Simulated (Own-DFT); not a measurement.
GaP (zincblende, strongly disordered by large displacements), InAs (zincblende, strongly disordered by large displacements) (calculated)

Computed with Own-DFT development build. A calculation, not a measurement: plane-wave PBE density functional theory by an unreviewed code, no spin, of a simulated periodic cell, stress positive in tension, free energy of the whole cell less one offset for each atom, forces on such cells passed a denser k mesh, this cell's mesh not checked; broken bonds can close the gap or carry spin, so checks made on this kind of crystal may not hold here; offsets are fitted by least squares, one for each functional and potential file, so energies compare only between cells with the same atoms and settings and are not formation energies; the far tail of each file's local potential was reset to the Coulomb form; each entry is a single point on an unrelaxed cell, so the pressure reflects the starting lattice, mostly measured values (interpolated for alloys), from which strain is counted, and rises with the displacements; printed positions are rounded, which can move forces by about a meV/angstrom; the program, named Own-DFT, is a retired in-house code; no spin-orbit coupling.

Common to all runs: functional PBE; potential files PseudoDojo norm-conserving, scalar-relativistic, standard set; wave cutoff 42 hartree; occupations Fermi-Dirac; smearing width 0.1 eV; k mesh 3 x 3 x 3 centred on Gamma.

(1) GaP (zincblende, strongly disordered by large displacements)

```
GaP
1.0
     10.9010     0.0000     0.0000
      0.0000    10.9010     0.0000
      0.0000     0.0000    10.9010
Ga P Ga P Ga P Ga P Ga P Ga P Ga P Ga P
4 4 4 4 4 4 4 4 4 4 4 4 4 4 4 4
Direct
  0.95193 0.03276 0.00516
  0.96925 0.30820 0.29003
  0.22981 0.05229 0.30451
  0.23052 0.22330 0.04160
  0.10270 0.11958 0.10663
  0.08186 0.36356 0.41335
  0.44434 0.15564 0.38655
  0.34063 0.39379 0.14596
  0.00035 0.98559 0.45925
  0.98873 0.20893 0.72823
  0.21261 0.95176 0.74145
  0.21968 0.25890 0.46418
  0.15446 0.11884 0.58199
  0.08205 0.39793 0.79639
  0.37495 0.16876 0.91405
  0.42384 0.37353 0.60752
  0.98873 0.47630 0.00228
  0.98669 0.75659 0.19584
  0.21542 0.46132 0.27752
  0.24433 0.79887 0.01896
  0.08021 0.60681 0.10655
  0.10138 0.91007 0.33106
  0.33741 0.61514 0.43686
  0.38882 0.87184 0.10876
  0.98620 0.50668 0.50799
  0.97633 0.77134 0.75888
  0.26498 0.51986 0.71357
  0.25744 0.77316 0.49442
  0.07935 0.59904 0.62525
  0.15247 0.89179 0.89553
  0.40609 0.56352 0.90273
  0.42374 0.85119 0.58332
  0.44389 0.99193 0.97120
  0.52704 0.21533 0.22869
  0.67809 0.01602 0.23720
  0.68773 0.25389 0.98661
  0.66027 0.12671 0.10505
  0.61595 0.38651 0.34074
  0.87568 0.13726 0.34495
  0.94374 0.42909 0.16880
  0.49295 0.01271 0.47689
  0.49822 0.28444 0.77231
  0.76100 0.00821 0.77863
  0.69823 0.30976 0.52235
  0.60476 0.15456 0.68741
  0.65721 0.39887 0.89652
  0.88885 0.16534 0.87565
  0.88554 0.37684 0.59236
  0.46849 0.42433 0.98806
  0.55305 0.77350 0.28389
  0.73668 0.46101 0.23069
  0.75726 0.75224 0.97009
  0.62109 0.66820 0.08865
  0.61187 0.89839 0.39296
  0.88852 0.63994 0.30501
  0.87532 0.89972 0.08499
  0.45827 0.50180 0.49604
  0.54921 0.77879 0.78514
  0.74920 0.48324 0.72355
  0.75286 0.75728 0.48418
  0.60497 0.63291 0.62086
  0.68302 0.92309 0.91141
  0.83829 0.60974 0.83662
  0.87179 0.90037 0.67817
```

Settings of this run: hardware one NVIDIA H100.

The calculation gives: free energy of cell above offsets 40.515 eV; pressure 19.42 GPa; stress xx -15 GPa; stress yy -22.3 GPa; stress zz -20.95 GPa; stress yz 7.94 GPa; stress xz 2.58 GPa; stress xy -0.3 GPa; wall time 612.3 s.

Force:
| element | x (eV/Å) | y (eV/Å) | z (eV/Å) |
| --- | --- | --- | --- |
| Ga | 4.611 | 4.608 | -3.303 |
| Ga | -3.303 | -9.286 | -0.212 |
| Ga | 2.077 | 2.673 | -1.365 |
| Ga | 4 | 4.744 | -1.454 |
| P | -3.026 | -2.492 | 4.501 |
| P | 2.528 | 4.44 | 2.235 |
| P | -5.31 | 4.587 | -1.065 |
| P | 1.11 | -3.071 | -0.859 |
| Ga | -4.146 | 3.989 | 5.471 |
| Ga | 3.905 | 1.948 | -4.818 |
| Ga | 3.487 | 3.196 | -7.463 |
| Ga | 6.738 | -2.378 | 0.978 |
| P | -2.272 | -2.988 | 3.07 |
| P | 0.716 | 0.713 | 1.039 |
| P | 0.413 | 0.977 | -2.254 |
| P | -4.249 | -5.922 | 4.591 |
| Ga | -0.075 | -0.406 | -10.42 |
| Ga | 1.527 | 4.323 | -0.966 |
| Ga | -0.672 | 2.936 | 1.529 |
| Ga | -0.19 | -6.193 | 2.281 |
| P | 5.033 | 1.927 | 1.001 |
| P | 2.507 | -6.728 | -3.51 |
| P | -3.719 | 0.81 | -6.397 |
| P | 2.721 | -0.192 | 5.162 |
| Ga | -2.65 | 2.061 | -6.78 |
| Ga | 2.951 | -4.276 | 2.056 |
| Ga | 0.607 | -1.034 | 1.123 |
| Ga | -3.356 | 3.192 | 0.541 |
| P | 4.862 | 5.703 | 6.05 |
| P | -6.922 | 0.179 | 1.095 |
| P | -4.001 | 8.467 | -5.298 |
| P | -0.281 | 0.341 | 2.459 |
| Ga | 2.334 | 0.531 | -1.559 |
| Ga | -0.013 | 3.003 | -2.094 |
| Ga | 3.818 | -4.573 | 5.937 |
| Ga | 3.788 | -2.169 | -0.786 |
| P | -2.212 | 0.141 | -2.684 |
| P | -4.629 | -1.919 | 3.947 |
| P | -1.809 | -1.816 | 0.941 |
| P | -4.218 | 3.934 | -0.529 |
| Ga | -0.894 | -1.936 | 6.634 |
| Ga | -1.675 | 1.44 | 2.639 |
| Ga | 0.043 | 7.464 | -3.661 |
| Ga | -0.024 | -1.682 | 0.098 |
| P | 3.332 | -3.548 | -3.863 |
| P | -1.615 | 6.045 | -3.123 |
| P | -4.057 | 0.032 | 2.733 |
| P | -3.748 | -4.315 | 3.115 |
| Ga | 2.578 | -5.061 | 3.229 |
| Ga | -3.29 | -6.538 | -6.764 |
| Ga | 3.957 | 4.337 | -4.402 |
| Ga | 1.712 | -1.453 | 0.4 |
| P | -1.553 | -1.93 | 3 |
| P | 5.804 | 2.267 | 2.847 |
| P | -3.734 | -2.786 | 5.3 |
| P | -4.365 | -7.092 | 4.542 |
| Ga | 7.648 | 2.248 | -2.748 |
| Ga | -0.593 | -0.564 | -0.386 |
| Ga | -1.513 | -0.641 | -2.688 |
| Ga | 1.031 | -0.99 | 0.67 |
| P | 1.055 | -0.145 | -0.315 |
| P | -6.863 | -1.904 | 4.719 |
| P | 3.294 | 2.419 | 3.331 |
| P | 0.791 | 0.352 | -7.502 |

(2) GaP (zincblende, strongly disordered by large displacements)

```
GaP
1.0
     10.9010     0.0000     0.0000
      0.0000    10.9010     0.0000
      0.0000     0.0000    10.9010
Ga P Ga P Ga P Ga P Ga P Ga P Ga P Ga P
4 4 4 4 4 4 4 4 4 4 4 4 4 4 4 4
Direct
  0.05827 0.96997 0.98115
  0.01867 0.27251 0.23925
  0.26099 0.96599 0.27316
  0.21615 0.22839 0.01758
  0.13377 0.14976 0.16059
  0.09695 0.33234 0.39592
  0.36209 0.09428 0.35910
  0.34247 0.41155 0.12094
  0.00609 0.96373 0.50746
  0.94911 0.27199 0.79739
  0.25493 0.01403 0.83512
  0.24974 0.21337 0.50896
  0.10296 0.22431 0.62226
  0.12152 0.33834 0.90157
  0.41230 0.10806 0.83419
  0.39266 0.42426 0.62148
  0.00659 0.53953 0.02967
  0.03709 0.78461 0.20572
  0.26609 0.46822 0.27641
  0.22615 0.78812 0.03762
  0.14490 0.65309 0.13319
  0.12291 0.90806 0.37921
  0.37792 0.60359 0.33702
  0.38125 0.88269 0.15871
  0.99071 0.55576 0.47997
  0.98547 0.77541 0.78145
  0.18372 0.49814 0.76790
  0.17048 0.78796 0.50811
  0.10985 0.67597 0.64421
  0.12615 0.88018 0.83493
  0.38366 0.63147 0.85866
  0.36100 0.89757 0.56803
  0.50438 0.97404 0.02892
  0.49496 0.27651 0.24610
  0.71959 0.04112 0.22698
  0.77952 0.27099 0.95521
  0.63511 0.12885 0.08674
  0.59611 0.32915 0.39273
  0.85700 0.08206 0.37808
  0.85044 0.39313 0.07586
  0.46895 0.04511 0.53515
  0.50320 0.24116 0.74693
  0.71414 0.97206 0.76610
  0.70253 0.25534 0.52253
  0.66225 0.17361 0.68439
  0.61303 0.39448 0.86371
  0.88405 0.10485 0.84566
  0.87473 0.36810 0.64307
  0.51686 0.48830 0.98783
  0.49840 0.79172 0.26461
  0.77293 0.48797 0.26056
  0.73454 0.76647 0.97041
  0.64124 0.63071 0.11411
  0.60983 0.90392 0.38608
  0.88645 0.64500 0.35479
  0.88016 0.89248 0.13382
  0.50472 0.51583 0.50932
  0.46456 0.80379 0.76609
  0.71138 0.45987 0.72036
  0.73234 0.75847 0.49895
  0.58222 0.65020 0.61149
  0.61115 0.88043 0.89109
  0.87669 0.60997 0.86382
  0.84723 0.85809 0.60561
```

It was run with hardware one NVIDIA H100.

Results for GaP (zincblende, strongly disordered by large displacements): free energy of cell above offsets 27.427 eV; pressure 15.1 GPa; stress xx -15.33 GPa; stress yy -12.88 GPa; stress zz -17.08 GPa; stress yz 1.12 GPa; stress xz 2.21 GPa; stress xy -2.59 GPa; wall time 611.8 s.

Force:
| element | x (eV/Å) | y (eV/Å) | z (eV/Å) |
| --- | --- | --- | --- |
| Ga | -4.3 | 3.801 | 5.872 |
| Ga | -5.935 | 0.833 | -2.101 |
| Ga | -1.823 | 1.881 | -2.269 |
| Ga | 5.406 | 0.539 | -0.98 |
| P | 0.642 | -6.87 | 1.107 |
| P | 2.105 | 3.806 | 4.073 |
| P | 3.307 | 6.061 | 2.152 |
| P | 3.574 | -3.771 | -5.516 |
| Ga | -4.746 | 3.95 | 3.604 |
| Ga | 3.05 | 2.13 | -0.778 |
| Ga | -0.393 | 1.303 | -1.395 |
| Ga | 3.893 | 0.208 | -2.551 |
| P | -3.206 | -0.992 | 1.83 |
| P | -2.655 | 4.028 | -2.68 |
| P | 0.172 | -2.119 | 4.018 |
| P | -4.64 | -4.725 | 4.151 |
| Ga | -0.89 | -1.045 | -1.605 |
| Ga | -3.474 | 2.797 | 2.964 |
| Ga | -5.235 | -1.089 | 3.506 |
| Ga | 3.364 | 2.444 | -3.889 |
| P | 0.838 | -6.963 | 1.465 |
| P | -2.243 | -1.348 | -5.367 |
| P | 2.995 | 3.706 | 2.771 |
| P | -2.115 | -0.156 | -6.207 |
| Ga | 2.734 | -3.326 | 4.025 |
| Ga | -5.53 | -3.275 | -2.451 |
| Ga | 2.212 | 0.562 | -0.731 |
| Ga | 4.678 | -1.67 | 1.266 |
| P | -1.213 | -4.282 | 1.233 |
| P | 3.488 | -2.182 | -1.77 |
| P | -1.424 | -0.682 | 1.037 |
| P | -2.066 | -4.254 | 2.872 |
| Ga | -0.445 | 2.865 | -0.111 |
| Ga | -3.135 | -2.372 | -4.273 |
| Ga | 2.469 | -3.006 | 3.659 |
| Ga | -3.199 | -3.671 | -1.808 |
| P | -2.316 | 3.528 | -2.218 |
| P | 0.559 | 5.278 | -0.184 |
| P | 0.395 | 2.024 | 0.747 |
| P | 2.924 | 2.64 | 5.098 |
| Ga | 3.554 | 2.685 | -0.78 |
| Ga | -2.748 | 6.938 | -1.237 |
| Ga | 3.696 | 3.28 | -4.218 |
| Ga | 5.498 | -1.375 | -1.047 |
| P | 2.581 | -5.375 | 1.12 |
| P | 0.449 | -5.181 | 0.619 |
| P | -1.216 | -4.298 | 2.442 |
| P | -0.295 | 1.934 | -3.744 |
| Ga | -3.306 | 4.619 | 4.14 |
| Ga | 3.279 | -5.647 | 2.096 |
| Ga | -1.292 | 0.099 | -0.783 |
| Ga | 4.682 | -4.187 | 3.21 |
| P | -0.928 | -0.013 | 1.077 |
| P | 1.203 | 1.129 | 0.64 |
| P | -2.817 | 2.093 | -2.589 |
| P | -0.82 | 0.486 | -2.223 |
| Ga | 0.404 | -0.451 | -6.504 |
| Ga | -1.403 | -1.115 | -2.343 |
| Ga | 1.498 | 4.137 | -3.022 |
| Ga | -2.778 | -2.682 | -3.202 |
| P | 3.574 | 2.773 | 2.917 |
| P | -3.498 | -0.454 | -0.343 |
| P | -0.145 | 1.09 | 0.448 |
| P | 3.004 | 2.929 | 4.758 |

(3) InAs (zincblende, strongly disordered by large displacements)

```
InAs
1.0
     12.1166     0.0000     0.0000
      0.0000    12.1166     0.0000
      0.0000     0.0000    12.1166
In As In As In As In As In As In As In As In As
4 4 4 4 4 4 4 4 4 4 4 4 4 4 4 4
Direct
  0.96567 0.00314 0.04231
  0.98941 0.26039 0.21853
  0.30875 0.02421 0.24096
  0.28926 0.25649 0.95365
  0.18519 0.12773 0.14453
  0.14727 0.39405 0.38300
  0.39616 0.14317 0.35733
  0.37893 0.39345 0.16278
  0.01157 0.04349 0.53272
  0.94637 0.22667 0.69734
  0.33966 0.99379 0.77180
  0.24268 0.29865 0.51996
  0.11884 0.13657 0.66098
  0.12334 0.38091 0.86843
  0.38947 0.11390 0.90225
  0.38460 0.38583 0.63308
  0.02910 0.46758 0.00116
  0.98165 0.78860 0.26776
  0.22194 0.52774 0.25451
  0.25011 0.73659 0.92516
  0.13022 0.64939 0.13567
  0.14724 0.85807 0.36839
  0.39292 0.60754 0.38442
  0.36561 0.89540 0.10843
  0.00476 0.46702 0.49699
  0.96444 0.76548 0.76241
  0.22613 0.48040 0.74660
  0.22571 0.72398 0.50933
  0.13953 0.61814 0.64675
  0.14151 0.92368 0.87108
  0.37388 0.60715 0.88113
  0.37579 0.84685 0.63916
  0.50349 0.99703 0.98760
  0.50571 0.27684 0.25402
  0.77189 0.02041 0.24452
  0.71304 0.20537 0.98942
  0.58620 0.15747 0.13741
  0.65164 0.34568 0.37932
  0.85118 0.14560 0.36278
  0.80966 0.34367 0.11340
  0.53040 0.97306 0.51937
  0.49721 0.28230 0.74468
  0.70434 0.04755 0.80411
  0.72989 0.25950 0.52857
  0.62671 0.13043 0.61044
  0.59763 0.36785 0.90300
  0.86986 0.11119 0.88256
  0.87964 0.38381 0.63312
  0.48782 0.52062 0.00051
  0.52486 0.76975 0.26911
  0.68301 0.48472 0.26229
  0.79243 0.80260 0.02145
  0.65179 0.60765 0.08565
  0.61476 0.87359 0.39217
  0.88909 0.64578 0.38195
  0.88108 0.88841 0.15437
  0.47791 0.50294 0.50910
  0.46444 0.71197 0.73471
  0.71318 0.49920 0.74646
  0.72976 0.72208 0.48698
  0.61653 0.64483 0.61035
  0.62421 0.85857 0.82737
  0.87024 0.59767 0.79789
  0.92134 0.84992 0.59494
```

It was run with hardware one NVIDIA H200.

The calculation gives: free energy of cell above offsets 20.567 eV; pressure 12.66 GPa; stress xx -10.64 GPa; stress yy -13.94 GPa; stress zz -13.38 GPa; stress yz 1.64 GPa; stress xz -1.73 GPa; stress xy 1.39 GPa; wall time 1253 s.

Force:
| element | x (eV/Å) | y (eV/Å) | z (eV/Å) |
| --- | --- | --- | --- |
| In | 5.559 | 4.5 | -4.041 |
| In | 0.625 | -0.511 | 0.109 |
| In | -0.368 | -3.222 | 1.934 |
| In | -3.933 | 4.727 | 3.3 |
| As | -4.949 | 3.114 | -3.099 |
| As | -1.675 | -1.122 | -2.599 |
| As | 0.655 | 0.991 | 5.221 |
| As | -1.922 | 1.858 | -2.943 |
| In | -2.206 | -2.849 | -3.43 |
| In | 0.819 | -3.421 | 3.225 |
| In | -2.689 | -2.222 | -2.653 |
| In | 0.421 | -3.727 | 0.808 |
| As | 4.567 | 1.056 | 1.254 |
| As | 0.55 | -5.56 | -1.134 |
| As | 1.556 | 2.688 | -2.047 |
| As | -2.193 | 0.648 | 0.384 |
| In | -3.476 | 3.146 | 4.167 |
| In | 4.05 | -3.672 | 3.023 |
| In | 2.701 | -0.393 | 0.573 |
| In | -4.1 | 4.314 | 2.595 |
| As | -1.929 | 1.571 | -2.715 |
| As | 0.813 | 1.911 | 0.284 |
| As | -2.839 | 3.76 | -3.933 |
| As | 1.026 | -3.792 | -1.13 |
| In | -0.572 | 2.941 | 0.224 |
| In | 2.205 | 1.13 | 1.919 |
| In | 3.357 | 0.53 | -0.516 |
| In | 1.657 | 1.002 | -1.914 |
| As | -3.574 | 0.83 | 0.04 |
| As | -0.877 | -1.217 | 0.241 |
| As | -0.191 | -2.199 | -3.353 |
| As | -1.751 | 2.957 | -3.82 |
| In | 4.093 | -3.395 | 2.729 |
| In | -0.852 | 1.855 | 2.756 |
| In | -4.649 | 0.343 | 0.099 |
| In | 0.755 | 0.927 | -0.541 |
| As | 2.201 | -5.382 | -2.333 |
| As | -2.312 | -0.233 | 1.331 |
| As | 2.795 | 2.09 | 3.11 |
| As | 2.062 | 1.55 | 0.419 |
| In | -3.922 | 2.576 | 2.885 |
| In | 1.847 | -3.339 | 1.514 |
| In | -1.852 | -1.049 | -2.354 |
| In | 4.467 | 1.413 | -0.096 |
| As | -2.596 | -2.327 | 3.963 |
| As | 1.162 | 0.451 | -1.041 |
| As | 2.585 | 1.062 | 0.149 |
| As | -3.606 | 4.149 | -0.697 |
| In | 1.065 | -2.349 | 3.681 |
| In | -3.438 | -3.328 | -4.521 |
| In | 2.104 | 4.146 | -3.239 |
| In | -4.411 | -4.462 | -5.992 |
| As | 1.244 | 1.779 | 1.556 |
| As | 5.677 | 0.61 | -1.573 |
| As | -0.48 | -2.519 | 0.182 |
| As | -1.766 | 0.155 | 3.023 |
| In | 4.128 | -1.374 | 1.052 |
| In | 2.575 | -1.492 | 1.698 |
| In | -2.427 | -1.311 | -0.154 |
| In | 3.565 | 2.585 | -2.216 |
| As | -2.464 | -3.461 | 3.168 |
| As | -0.035 | -0.394 | 1.712 |
| As | 2.398 | -0.631 | 2.681 |
| As | -1.23 | 1.588 | -2.92 |

(4) GaP (zincblende, strongly disordered by large displacements)

```
GaP
1.0
     10.9010     0.0000     0.0000
      0.0000    10.9010     0.0000
      0.0000     0.0000    10.9010
Ga P Ga P Ga P Ga P Ga P Ga P Ga P Ga P
4 4 4 4 4 4 4 4 4 4 4 4 4 4 4 4
Direct
  0.97664 0.01752 0.01400
  0.00174 0.28540 0.19605
  0.25247 0.98527 0.29934
  0.25855 0.25419 0.98090
  0.13557 0.10005 0.11996
  0.07159 0.37371 0.39157
  0.38124 0.14301 0.37012
  0.35832 0.37296 0.13304
  0.99610 0.02209 0.49084
  0.99754 0.25796 0.76349
  0.25169 0.97957 0.73247
  0.25562 0.28973 0.52187
  0.12089 0.18074 0.60477
  0.13478 0.39341 0.89661
  0.40377 0.11394 0.86438
  0.38076 0.38257 0.59789
  0.00968 0.51788 0.00028
  0.01320 0.73599 0.23926
  0.25835 0.50262 0.26422
  0.26955 0.73978 0.01943
  0.13083 0.63810 0.12320
  0.12408 0.84900 0.39986
  0.37619 0.63502 0.37710
  0.40438 0.90170 0.10895
  0.98127 0.49074 0.49935
  0.04422 0.79110 0.75539
  0.23397 0.53002 0.75185
  0.26346 0.72525 0.50562
  0.11271 0.63657 0.57959
  0.11931 0.89497 0.87368
  0.36262 0.63778 0.86210
  0.35655 0.87131 0.61855
  0.51012 0.97077 0.99432
  0.48808 0.26271 0.24357
  0.74676 0.98514 0.24628
  0.75502 0.24574 0.99853
  0.63197 0.14890 0.09732
  0.62967 0.38597 0.36298
  0.86021 0.14782 0.39045
  0.87528 0.38330 0.13210
  0.49083 0.98547 0.46444
  0.50578 0.25903 0.72760
  0.74938 0.02538 0.76026
  0.75847 0.27303 0.51483
  0.59151 0.11570 0.62430
  0.62132 0.38108 0.88773
  0.85321 0.13424 0.86342
  0.86436 0.41163 0.62427
  0.48352 0.49221 0.00472
  0.53186 0.74900 0.24811
  0.78486 0.46793 0.25820
  0.77248 0.72638 0.00114
  0.65458 0.63863 0.13228
  0.61613 0.87110 0.34933
  0.85707 0.60496 0.38279
  0.87941 0.90065 0.14047
  0.47765 0.52470 0.50986
  0.47594 0.71955 0.75452
  0.74635 0.46948 0.74635
  0.78435 0.78406 0.49506
  0.60898 0.61077 0.59307
  0.61568 0.87933 0.89349
  0.89793 0.63402 0.86185
  0.87351 0.87750 0.60905
```

Here we set hardware one NVIDIA H100.

It finds free energy of cell above offsets 5.665 eV; pressure 12.14 GPa; stress xx -13.81 GPa; stress yy -10.07 GPa; stress zz -12.53 GPa; stress yz -3.86 GPa; stress xz 3.7 GPa; stress xy -2.28 GPa; wall time 611.2 s.

Force:
| element | x (eV/Å) | y (eV/Å) | z (eV/Å) |
| --- | --- | --- | --- |
| Ga | 1.028 | 0.734 | -1.96 |
| Ga | 7.502 | -7.172 | 4.999 |
| Ga | 0.038 | 0.555 | -1.958 |
| Ga | 0.826 | -2.609 | 0.687 |
| P | 0.234 | 2.559 | 0.46 |
| P | 5.416 | -3.42 | -4.394 |
| P | -1.609 | -0.66 | 1.226 |
| P | -0.245 | 0.636 | -1.048 |
| Ga | 0.439 | 0.002 | 0.152 |
| Ga | 0.53 | 1.219 | -0.633 |
| Ga | -1.454 | 4.408 | 2.453 |
| Ga | -4.828 | -3.694 | -5.968 |
| P | -1.903 | -4.189 | 2.289 |
| P | -0.759 | -0.694 | -2.285 |
| P | -2.053 | 1.063 | -0.453 |
| P | 4.204 | 3.515 | 6.245 |
| Ga | -1.173 | 0.118 | 0.32 |
| Ga | -2.698 | 2.274 | 2.901 |
| Ga | -2.09 | 0.096 | 0.294 |
| Ga | 0.755 | 2.746 | -0.687 |
| P | 1.575 | -2.481 | -0.168 |
| P | -0.699 | 1.378 | -1.076 |
| P | 1.521 | -0.149 | -3.627 |
| P | -7.867 | -5.789 | 8.608 |
| Ga | 0.259 | 4.801 | 0.738 |
| Ga | -5.035 | -6.266 | -6.369 |
| Ga | -1.411 | -1.578 | -2.048 |
| Ga | 0.529 | 2.682 | -0.079 |
| P | -1.859 | -1.487 | 4.637 |
| P | 3.621 | 4.313 | 6.073 |
| P | -3.252 | -3.789 | 5.93 |
| P | 3.534 | -1.964 | -2.014 |
| Ga | 1.045 | 9.904 | -1.418 |
| Ga | 3.016 | -0.461 | -0.321 |
| Ga | -1.608 | 4.534 | 1.188 |
| Ga | 1.366 | 3.498 | -1.096 |
| P | -3.645 | -3.822 | 4.092 |
| P | -1.453 | -0.804 | 1.257 |
| P | 0.506 | -1.352 | -2.566 |
| P | -2.488 | 1.888 | -10.15 |
| Ga | -0.418 | 1.094 | 2.01 |
| Ga | -1.081 | 0.85 | 2.073 |
| Ga | -4.736 | -4.658 | -3.966 |
| Ga | -2.452 | -1.051 | -0.513 |
| P | 3.149 | -1.117 | -1.541 |
| P | -0.052 | -0.719 | -1.123 |
| P | 5.099 | 2.373 | 2.654 |
| P | 2.626 | -4.769 | 0.156 |
| Ga | 0.752 | 1.477 | 0.289 |
| Ga | -4.534 | -3.379 | -3.463 |
| Ga | -5.397 | 3.732 | 3.461 |
| Ga | 0.202 | 2.763 | -1.087 |
| P | -1.219 | -3.717 | 0.21 |
| P | 3.619 | 3.119 | 5.15 |
| P | 1.29 | 3.589 | -0.393 |
| P | 1.535 | -4.557 | -1.219 |
| Ga | -1.728 | -2.884 | -4.162 |
| Ga | 6.452 | 4.878 | -5.45 |
| Ga | -4.22 | 4.358 | 3.901 |
| Ga | -6.255 | -5.979 | -6.431 |
| P | 5.767 | 4.568 | 5.41 |
| P | 7.176 | -6.114 | -6.987 |
| P | -0.354 | -0.223 | -0.768 |
| P | 4.964 | 5.828 | 7.557 |
